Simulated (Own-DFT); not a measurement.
# How strain changes the stress of wurtzite AlN, 128 atoms (Al64N64)

Calculated results; nothing here was measured. They come from Own-DFT, an in-house plane-wave density functional program, since retired, whose code no person has reviewed. Each row is one single-point run on a periodic cell that was not relaxed, without spin or spin-orbit coupling.

Settings of every run: PBE; PseudoDojo norm-conserving scalar-relativistic files; cutoff 42 hartree; 3 x 3 x 3 k mesh centred on Gamma; Gaussian smearing of 0.01 eV.

Known limits: k mesh not checked against a denser one; stress not checked against mesh or cutoff.

Unstrained cell vectors in Å: (12.448, 0.000, 0.000); (-6.224, 10.780, 0.000); (0.000, 0.000, 9.964). The unstrained cell has measured lattice constants (interpolated for alloys), not those of this functional. That, the random moves and any unrelaxed bonds set the pressure at no strain. Each run strains this cell uniformly, with the atoms carried along. Every atom was also moved at random, by a Gaussian of width 0.05 Å on each axis. Strain is the symmetric tensor, in per cent. Stress is positive in tension, and the pressure is minus a third of its trace.

| run | e_xx (%) | e_yy (%) | e_zz (%) | e_yz (%) | e_xz (%) | e_xy (%) | s_xx (GPa) | s_yy (GPa) | s_zz (GPa) | s_yz (GPa) | s_xz (GPa) | s_xy (GPa) | P (GPa) | E (meV/atom) |
|---|---|---|---|---|---|---|---|---|---|---|---|---|---|---|
| 1 | 0.15 | -0.35 | -0.98 | 1.34 | -0.66 | 0.94 | -6.68 | -10.44 | -8.75 | 3.68 | -1.46 | 5.37 | 8.62 | 25.8 |
| 2 | 0.86 | -0.36 | -0.77 | -1.19 | 0.71 | -1.99 | -2.66 | -7.49 | -8.69 | -3.15 | 1.53 | -7.16 | 6.28 | 17.1 |
| 3 | 0.11 | -1.52 | -0.14 | 0.28 | -0.86 | -0.17 | -5.73 | -13.97 | -6.84 | 1.24 | -1.61 | -0.14 | 8.84 | 8.7 |
| 4 | -1.71 | 1.32 | 0.41 | 1.93 | -0.64 | 1.55 | -12.32 | -1.36 | -4.43 | 5.11 | -1.51 | 5.48 | 6.03 | 21.5 |
| 5 | 1.75 | -0.05 | 1.90 | 0.46 | -1.65 | -1.07 | 3.35 | -4.52 | 4.40 | 2.02 | -3.54 | -2.44 | -1.08 | 11.6 |
| 6 | 0.49 | 1.05 | 1.98 | 0.92 | 0.19 | 1.27 | -1.79 | 1.35 | 4.00 | 2.24 | 0.81 | 4.02 | -1.19 | 2.9 |
| 7 | 1.80 | -1.79 | 1.17 | -0.58 | -1.04 | -0.47 | 1.77 | -12.31 | -0.08 | -2.01 | -2.72 | -1.75 | 3.54 | 10.0 |
| 8 | 0.66 | -0.65 | 1.05 | 1.58 | 0.57 | -0.01 | -2.85 | -7.01 | -0.31 | 3.83 | 1.51 | -0.84 | 3.39 | 0.0 |
| 9 | -1.52 | 0.52 | 0.33 | -0.91 | -1.13 | 1.15 | -11.92 | -5.20 | -4.67 | -3.25 | -2.91 | 3.48 | 7.26 | 12.6 |
| 10 | -1.78 | -0.65 | -1.63 | 1.06 | -1.59 | 1.55 | -18.25 | -11.62 | -16.23 | 3.12 | -4.26 | 5.41 | 15.37 | 50.2 |
| 11 | 1.05 | 0.04 | 1.31 | -0.71 | 1.35 | -1.72 | 0.73 | -4.17 | 0.32 | -1.58 | 3.28 | -6.21 | 1.04 | 3.0 |
| 12 | 1.82 | -0.77 | 1.26 | -1.83 | 1.10 | 1.68 | 3.33 | -7.20 | 0.12 | -4.75 | 2.38 | 4.81 | 1.25 | 12.7 |
| 13 | 0.84 | 0.62 | -1.43 | -0.14 | 0.10 | 1.11 | -2.41 | -2.29 | -12.49 | -0.33 | 0.17 | 3.98 | 5.73 | 9.7 |
| 14 | 0.69 | 0.28 | -1.17 | 0.90 | 1.11 | 1.82 | -2.98 | -5.35 | -11.26 | 1.56 | 3.38 | 7.37 | 6.53 | 24.5 |
| 15 | -0.02 | 0.80 | -1.30 | 1.70 | -0.47 | 0.89 | -6.69 | -2.99 | -10.96 | 4.79 | -1.87 | 3.69 | 6.88 | 19.8 |
| 16 | -0.52 | -0.44 | 0.15 | 1.92 | 1.78 | -0.76 | ? | ? | ? | ? | ? | ? | ? | ? |

E is the free energy for each atom above the lowest run shown.

## Worked fit

Each stress component was fitted by least squares to a constant and the strains of the runs shown, as fractions, with shears doubled. Shear strains stay in the fit of a normal stress only where such slopes are resolved. The slopes, in GPa:

| stress | at no strain | per e_xx | per e_yy | per e_zz | scatter |
|---|---|---|---|---|---|
| s_xx | -6.0 | 489 ± 21 | 93 ± 26 | 83 ± 18 | 0.79 |
| s_yy | -6.2 | 98 ± 24 | 495 ± 29 | 68 ± 21 | 0.88 |
| s_zz | -5.9 | 64 ± 22 | 44 ± 27 | 468 ± 19 | 0.83 |

Each shear stress against twice its own strain: yz 136 ± 7, xz 124 ± 7, xy 170 ± 9 GPa. These are stiffnesses along x, y and z of the frame in which the cell vectors are given, which need not be the crystal's axes. The atoms are held to the strained lattice; where symmetry lets them move under strain, relaxing them would lower some slopes. The table should be nearly symmetric about its diagonal, and what it lacks of that shows the noise. A ninth of its sum, 211 ± 5 GPa, estimates the bulk modulus near the mean pressure of these runs, 5.2 GPa, so it lies above the value at zero pressure.

## Withheld run

Question: what normal stresses and pressure should run 16 give?

The fit gives s_xx = -8.9, s_yy = -8.8, s_zz = -5.7 and P = 7.8 GPa. The calculation gave -9.05, -7.79, -6.50 and P = 7.78 GPa.
